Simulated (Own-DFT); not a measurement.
# One host, several defects: C11b WSi2

Calculated, not measured: single-point runs of Own-DFT, a retired in-house plane-wave DFT program that no person has reviewed, on unrelaxed cells, without spin or spin-orbit coupling.

Method: PBE; PseudoDojo norm-conserving scalar-relativistic files; cutoff 50 hartree; 5 x 5 x 5 k mesh centred on Gamma; cold (Marzari-Vanderbilt) smearing of 0.2 eV.

Limits: forces on such cells failed a check on a denser k mesh; stress not checked against mesh or cutoff.

All runs share one cell, with vectors in Å (-2.148, -5.953, 3.409); (-6.444, 2.976, 1.136); (-2.553, -2.948, -6.757) and a volume of 403.2 Å³. Atoms were moved at random from their sites; u is the rms move along one axis. The defect's site can differ from row to row.

```
              cell  formula   u (Å)  P (GPa)
         no defect  Si20W10  0.0233     4.46
         no defect  Si20W10  0.0410     5.12
         no defect  Si20W10  0.0497     5.90
one Si on a W site   Si21W9  0.0253     6.10
one Si on a W site   Si21W9  0.0265     5.94
one Si on a W site   Si21W9  0.0484     6.98
one Si on a W site   Si21W9  0.0552        ?
one W on a Si site  Si19W11  0.0294     9.82
one W on a Si site  Si19W11  0.0332    10.52
one W on a Si site  Si19W11  0.0438    10.56
     one W vacancy   Si20W9  0.0286     3.45
     one W vacancy   Si20W9  0.0307     3.46
     one W vacancy   Si20W9  0.0492     4.59
    one Si vacancy  Si19W10  0.0301     3.61
    one Si vacancy  Si19W10  0.0325     3.74
    one Si vacancy  Si19W10  0.0570     4.34
```

## What the rows give

P = P0 + c u² + a shift for each defect gives P0 = 4.33 GPa, c = 529 ± 82 GPa/Å² and a scatter of 0.25 GPa. The shifts, and each times the cell's volume:

- one W on a Si site: 5.29 ± 0.21 GPa, 13.3 eV
- one Si on a W site: 1.36 ± 0.21 GPa, 3.4 eV
- one W vacancy: -1.24 ± 0.21 GPa, -3.1 eV
- one Si vacancy: -1.36 ± 0.21 GPa, -3.4 eV

A positive shift means that the defect pushes the cell outwards. Shift times volume (160.2 GPa Å³ is 1 eV) depends little on the cell's size, so, taken for each site, it can be compared between cells at like pressure. The atoms around the defects weren't relaxed, which would change these numbers.

## Prediction

Question: what pressure belongs in the blank (one Si on a W site, u = 0.0552 Å)?

The fit gives 7.30 ± 0.33 GPa. The hidden result is 7.49 GPa.
